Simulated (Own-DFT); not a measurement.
## Calculated data, AlGa3N4 (wurtzite random alloy, strained, atoms displaced)

All values are calculated (Own-DFT development build). A calculation, not a measurement: plane-wave density functional theory by an unreviewed code, no spin, of a simulated periodic cell, stress positive in tension, run twice, with PBE and with PBEsol, both on files made for PBE, so the change isn't that of files made for PBEsol, forces on such cells passed a denser k mesh, this cell's mesh not checked; the far tail of each file's local potential was reset to the Coulomb form; each entry is a single point on an unrelaxed cell, so the pressure reflects the starting lattice, mostly measured values (interpolated for alloys), from which strain is counted, and rises with the displacements; printed positions are rounded, which can move forces by about a meV/angstrom; the program, named Own-DFT, is a retired in-house code; no spin-orbit coupling; stress was not checked against mesh or cutoff.

## AlGa3N4 (wurtzite random alloy, strained, atoms displaced)

```
AlGa3N4
1.0
      9.7945     0.0000     0.0000
     -4.8973     8.4823     0.0000
      0.0000     0.0000    10.2685
Al Ga N Ga Al N Al N Ga Al N Ga N Ga N Ga N Ga N Al Ga N Ga N Ga N Ga Al N Ga N Ga N Ga Al N Ga Al N Ga N Ga N
1 1 2 1 1 2 2 2 1 1 2 2 2 2 2 2 2 2 2 1 1 2 2 2 2 2 1 1 2 2 2 2 2 1 1 2 1 1 2 2 2 2 2
Direct
  0.11729 0.23036 0.99117
  0.22630 0.11242 0.24979
  0.11058 0.23894 0.20030
  0.22098 0.10597 0.43326
  0.11424 0.21704 0.48968
  0.22617 0.10657 0.74039
  0.10631 0.21792 0.68937
  0.22233 0.10990 0.94694
  0.11206 0.55590 0.00690
  0.22716 0.44851 0.24339
  0.12676 0.56245 0.18987
  0.21985 0.43366 0.42878
  0.11106 0.54880 0.49800
  0.21444 0.42768 0.74772
  0.11139 0.56304 0.69016
  0.23414 0.45320 0.93423
  0.10389 0.88310 0.99372
  0.23082 0.78619 0.25077
  0.11438 0.89110 0.19063
  0.22132 0.77385 0.43397
  0.10347 0.88907 0.50283
  0.22296 0.78012 0.75554
  0.11760 0.88943 0.68036
  0.22283 0.77940 0.93435
  0.44648 0.22798 0.99003
  0.56184 0.12125 0.24722
  0.44589 0.22578 0.18781
  0.55633 0.11752 0.43628
  0.44739 0.21730 0.49230
  0.54980 0.10027 0.74491
  0.45419 0.22754 0.69653
  0.55168 0.10945 0.93869
  0.44662 0.55145 0.00004
  0.55436 0.44265 0.25691
  0.44986 0.56205 0.18558
  0.55345 0.43587 0.43829
  0.44808 0.56864 0.50250
  0.55239 0.44636 0.75326
  0.44153 0.54831 0.67916
  0.56019 0.45176 0.94089
  0.43927 0.88120 0.99773
  0.54960 0.77560 0.25477
  0.43884 0.88959 0.19618
  0.54815 0.77506 0.43859
  0.44663 0.88918 0.50763
  0.56274 0.77860 0.74448
  0.44263 0.88625 0.68458
  0.55810 0.77987 0.93649
  0.77688 0.22641 0.00172
  0.89376 0.11438 0.25024
  0.77194 0.21079 0.18098
  0.90089 0.12165 0.43017
  0.77819 0.22446 0.49524
  0.88598 0.10574 0.74671
  0.77974 0.22065 0.69122
  0.89347 0.10864 0.94169
  0.77517 0.54583 0.00132
  0.88589 0.44526 0.24614
  0.78006 0.55494 0.19064
  0.88896 0.44561 0.43824
  0.78496 0.55919 0.49735
  0.88885 0.44710 0.74882
  0.77956 0.55274 0.69413
  0.89728 0.44539 0.94399
  0.77276 0.88891 0.00020
  0.88961 0.78396 0.24366
  0.77299 0.89862 0.19328
  0.89440 0.78312 0.43638
  0.78709 0.88691 0.50217
  0.87709 0.76418 0.75337
  0.78060 0.88745 0.68842
  0.89098 0.78084 0.94087
```

- functional: PBE, then PBEsol
- potential files: PseudoDojo norm-conserving, scalar-relativistic, standard set
- wave cutoff: 42 hartree
- occupations: Fermi-Dirac
- smearing width: 0.1 eV
- k mesh: 4 x 4 x 3 centred on Gamma
- PBE pressure: -3.26 GPa
- PBE stress xx: 7.11 GPa
- PBE stress yy: 6.78 GPa
- PBE stress zz: -4.11 GPa
- PBE stress yz: -0.15 GPa
- PBE stress xz: -0.12 GPa
- PBE stress xy: -0.26 GPa
- PBEsol pressure: -7.71 GPa
- PBEsol stress xx: 11.48 GPa
- PBEsol stress yy: 11.18 GPa
- PBEsol stress zz: 0.47 GPa
- PBEsol stress yz: -0.15 GPa
- PBEsol stress xz: -0.12 GPa
- PBEsol stress xy: -0.26 GPa
- rms change of force components from PBE to PBEsol: 0.062 eV/Å

Force:
| force element | PBE force x (eV/Å) | PBE force y (eV/Å) | PBE force z (eV/Å) | PBEsol force x (eV/Å) | PBEsol force y (eV/Å) | PBEsol force z (eV/Å) |
| --- | --- | --- | --- | --- | --- | --- |
| Al | -0.114 | -0.772 | 1.243 | -0.111 | -0.768 | 1.248 |
| Ga | -0.676 | 0.275 | -1.465 | -0.647 | 0.254 | -1.399 |
| N | 1.559 | -1.093 | -2.649 | 1.496 | -1.255 | -2.542 |
| N | 0.485 | 0.086 | 1.447 | 0.462 | 0.089 | 1.399 |
| Ga | -0.078 | 0.923 | 0.547 | -0.096 | 0.906 | 0.518 |
| Al | -0.453 | 0.465 | 1.052 | -0.449 | 0.458 | 1.046 |
| N | 1.431 | -0.212 | -0.143 | 1.293 | -0.316 | -0.225 |
| N | -0.82 | 0.634 | -1.914 | -0.683 | 0.561 | -1.826 |
| Al | 0.642 | 0.378 | -1.013 | 0.646 | 0.394 | -1.029 |
| Al | 0.134 | 0.541 | 0.655 | 0.157 | 0.579 | 0.656 |
| N | -1.549 | -0.92 | -0.419 | -1.548 | -0.771 | -0.335 |
| N | 0.178 | 1.554 | 0.859 | 0.16 | 1.505 | 0.994 |
| Ga | 0.322 | 0.664 | -0.339 | 0.3 | 0.666 | -0.319 |
| Al | -0.319 | 2.072 | -0.388 | -0.32 | 2.086 | -0.418 |
| N | 0.416 | -1.955 | 0.446 | 0.43 | -1.795 | 0.358 |
| N | -0.547 | -0.878 | 0.367 | -0.552 | -0.86 | 0.376 |
| Ga | 0.95 | 1.154 | 1.159 | 0.933 | 1.14 | 1.145 |
| Ga | -1.135 | -0.863 | -0.03 | -1.092 | -0.841 | -0.007 |
| N | -0.585 | -0.15 | -0.688 | -0.576 | -0.144 | -0.679 |
| N | -0.132 | 0.322 | 1.741 | -0.121 | 0.314 | 1.679 |
| Ga | 2.007 | -0.321 | -1.999 | 1.956 | -0.323 | -1.939 |
| Ga | 0.06 | -0.514 | -2.156 | 0.052 | -0.501 | -2.114 |
| N | -0.762 | 0.588 | 2.719 | -0.732 | 0.442 | 2.589 |
| N | -0.264 | -1.15 | 1.997 | -0.256 | -1.01 | 1.888 |
| Ga | 0.071 | -0.997 | 0.996 | 0.08 | -0.993 | 0.989 |
| Ga | -0.505 | -1.278 | -0.459 | -0.492 | -1.258 | -0.439 |
| N | 0.072 | 0.207 | -0.297 | 0.073 | 0.204 | -0.281 |
| N | 1.36 | -1.175 | 0.383 | 1.322 | -1.132 | 0.363 |
| Ga | -1.243 | 0.695 | 1.294 | -1.19 | 0.696 | 1.253 |
| Ga | 0.511 | 1.401 | 0.849 | 0.494 | 1.376 | 0.839 |
| N | -1.386 | -1.181 | -0.942 | -1.249 | -1.1 | -0.957 |
| N | 0.443 | -0.054 | -0.171 | 0.43 | -0.044 | -0.181 |
| Al | -0.322 | 1.201 | -0.054 | -0.313 | 1.212 | -0.062 |
| Ga | -0.19 | 0.376 | -1.537 | -0.178 | 0.364 | -1.484 |
| N | -0.311 | -1.009 | -0.071 | -0.207 | -0.916 | 0.052 |
| N | 0.022 | 1.527 | 1.246 | 0.033 | 1.484 | 1.178 |
| Ga | -0.003 | -2.569 | -2.055 | 0.002 | -2.512 | -1.984 |
| Ga | 0.563 | -0.187 | -1.036 | 0.573 | -0.191 | -1.019 |
| N | -0.7 | 0.887 | 3.118 | -0.582 | 0.824 | 2.962 |
| N | -0.592 | -0.085 | 0.085 | -0.44 | -0.173 | 0.015 |
| Ga | 0.169 | 1.055 | 0.834 | 0.161 | 1.05 | 0.816 |
| Ga | -0.036 | 0.722 | -1.207 | -0.033 | 0.706 | -1.164 |
| N | 1.561 | 0.873 | -1.365 | 1.514 | 0.834 | -1.341 |
| N | 1.176 | 1.291 | 0.985 | 1.136 | 1.239 | 0.953 |
| Ga | -1.108 | -0.05 | -2.965 | -1.089 | -0.062 | -2.88 |
| Al | -1 | -0.524 | 0.484 | -0.995 | -0.523 | 0.461 |
| N | 1.169 | -0.692 | 2.238 | 1.04 | -0.596 | 2.129 |
| N | -0.126 | -1.291 | -0.904 | -0.122 | -1.143 | -0.782 |
| Ga | 0.502 | -1.22 | -1.728 | 0.48 | -1.21 | -1.66 |
| Ga | -0.397 | 0.232 | -1.397 | -0.388 | 0.219 | -1.344 |
| N | 0.065 | 2.233 | 2.165 | 0.049 | 2.093 | 2.073 |
| N | -1.226 | -1.467 | 2.375 | -1.184 | -1.428 | 2.297 |
| Ga | 0.47 | -0.148 | 0.496 | 0.454 | -0.137 | 0.499 |
| Ga | 0.033 | 0.622 | 0.81 | 0.035 | 0.6 | 0.787 |
| N | -0.375 | 0.697 | -0.236 | -0.36 | 0.546 | -0.283 |
| N | 0 | 0.961 | -0.315 | -0.116 | 0.86 | -0.361 |
| Ga | 0.263 | 1.16 | 0.035 | 0.243 | 1.131 | 0.05 |
| Al | 1.158 | -0.099 | 0.18 | 1.169 | -0.112 | 0.167 |
| N | 0.18 | -0.1 | 0.315 | 0.045 | -0.026 | 0.241 |
| N | 0.117 | -0.128 | -1.063 | 0.112 | -0.127 | -0.905 |
| Ga | -0.723 | -0.524 | 0.088 | -0.701 | -0.52 | 0.098 |
| Al | 0.947 | -0.524 | 0.227 | 0.935 | -0.528 | 0.22 |
| N | -0.067 | -0.533 | -0.449 | -0.206 | -0.417 | -0.484 |
| N | -0.112 | 0.48 | -0.937 | -0.246 | 0.387 | -0.836 |
| Ga | 0.433 | 0.489 | 0.398 | 0.411 | 0.493 | 0.397 |
| Ga | 0.082 | 0.006 | -0.054 | 0.087 | 0.006 | -0.026 |
| N | 0.86 | -1.326 | -0.349 | 0.856 | -1.294 | -0.357 |
| N | -0.649 | -1.02 | 0.007 | -0.637 | -0.986 | 0.012 |
| Ga | -1.31 | 0.851 | -1.25 | -1.253 | 0.824 | -1.2 |
| Ga | 0.935 | 1.455 | -0.189 | 0.904 | 1.415 | -0.185 |
| N | -0.709 | -0.874 | 0.362 | -0.568 | -0.783 | 0.293 |
| N | -0.82 | -1.192 | 0.027 | -0.789 | -1.163 | 0.006 |
